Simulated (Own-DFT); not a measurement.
# How strain changes the stress of diamond-structure SiGeSn with randomly placed atoms, 64 atoms (Ge44Si16Sn4)

These are calculations, not measurements. They come from Own-DFT, an in-house plane-wave density functional program, since retired, whose code no person has reviewed. Each row is one single-point run on a periodic cell that was not relaxed, without spin or spin-orbit coupling.

Settings of every run: PBE; PseudoDojo norm-conserving scalar-relativistic files; cutoff 49 hartree; 3 x 3 x 3 k mesh centred on Gamma; Fermi-Dirac smearing of 0.1 eV.

Known limits: forces on such cells moved up to 12 meV/angstrom on a denser k mesh; stress not checked against mesh or cutoff.

Unstrained cell vectors in Å: (11.306, 0.000, 0.000); (0.000, 11.306, 0.000); (0.000, 0.000, 11.306). The unstrained cell has measured lattice constants (interpolated for alloys), not those of this functional. That, the random moves and any unrelaxed bonds set the pressure at no strain. Each run strains this cell uniformly, with the atoms carried along. Every atom was also moved at random, by a Gaussian of width 0.05 Å on each axis. The random placing of the alloy's atoms differs from row to row. Strain is the symmetric tensor, in per cent. Stress is positive in tension, and the pressure is minus a third of its trace.

```
run  e_xx (%)  e_yy (%)  e_zz (%)  s_xx (GPa)  s_yy (GPa)  s_zz (GPa)  P (GPa)  E (meV/atom)
  1     -1.75     -1.75      0.00       -8.17       -7.90       -6.57     7.55          56.5
  2      2.00      2.00      0.00       -0.98       -0.95       -2.10     1.34           7.5
  3     -2.75     -2.75      0.00      -10.08      -10.05       -7.85     9.33          70.5
  4     -0.50     -0.50      0.00       -5.23       -5.35       -4.98     5.19          29.3
  5      3.00      3.00      0.00        0.49        0.36       -1.32     0.16          10.7
  6     -2.25     -2.25      0.00       -8.69       -8.97       -7.20     8.29          58.5
  7      1.75      1.75      0.00       -1.17       -1.37       -2.31     1.62           0.0
  8     -1.00     -1.00      0.00       -6.19       -6.21       -5.17     5.86          26.3
  9      0.50      0.50      0.00           ?           ?           ?        ?             ?
```

E is the free energy for each atom above the lowest run shown.

## Worked fit

The change of volume is close to e_xx + e_yy + e_zz. A straight line through the runs shown gives P = 4.65 - 80 x (fractional change of volume) GPa, with an error of 3 on the slope and a scatter of 0.30 GPa. The strain isn't the same on all axes, but the crystal is cubic, so the slope still estimates the bulk modulus, averaged over pressures from 0.2 to 9.3 GPa.

## Withheld run

Question: what pressure should run 9 give? Its volume changes by 1.00 %.

The line gives 3.8 GPa. The calculation gave 3.57 GPa.
